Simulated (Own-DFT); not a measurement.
# Which defects push the lattice out? L1_0 TiAl

The numbers are computed, not measured, by runs of the plane-wave DFT program Own-DFT (in-house, retired, unreviewed) at fixed positions, with no spin and no spin-orbit coupling.

Settings: PBEsol; PseudoDojo norm-conserving scalar-relativistic files, made for PBE; cutoff 42 hartree; 4 x 4 x 4 k mesh centred on Gamma; cold (Marzari-Vanderbilt) smearing of 0.2 eV.

Caveats: forces on such cells failed a check on a denser k mesh; stress not checked against mesh or cutoff.

All runs share one cell, with vectors in Å (5.622, 5.622, 0.000); (-5.622, 5.622, 0.000); (0.000, 0.000, 8.133) and a volume of 514.0 Å³. Atoms were moved at random from their sites; u is the rms move along one axis. The defect's site can differ from row to row.

```
cell,formula,u (Å),P (GPa)
no defect,Al16Ti16,0.0210,-1.67
no defect,Al16Ti16,0.0466,-1.13
no defect,Al16Ti16,0.0506,-1.07
two Al vacancies,Al14Ti16,0.0286,-3.24
two Al vacancies,Al14Ti16,0.0298,-3.38
two Al vacancies,Al14Ti16,0.0491,-2.98
one Ti vacancy,Al16Ti15,0.0244,-2.25
one Ti vacancy,Al16Ti15,0.0272,-2.07
one Ti vacancy,Al16Ti15,0.0278,?
one Ti vacancy,Al16Ti15,0.0293,-2.22
```

## Working it out

P = P0 + c u² + a shift for each defect gives P0 = -1.73 GPa, c = 258 ± 42 GPa/Å² and a scatter of 0.09 GPa. The shifts, and each times the cell's volume:

- one Ti vacancy: -0.64 ± 0.08 GPa, -2.0 eV
- two Al vacancies: -1.82 ± 0.07 GPa, -5.8 eV (-2.9 eV for each of its 2 sites)

Against the defect-free cell, a freed cell would be larger where the shift is positive and smaller where it is negative (160.2 GPa Å³ is 1 eV). The atoms around the defects weren't relaxed, which would change these numbers.

## Prediction

Q: what pressure belongs in the blank (one Ti vacancy, u = 0.0278 Å)?

The fitted form gives -2.17 ± 0.10 GPa. The calculation gave -2.21 GPa.
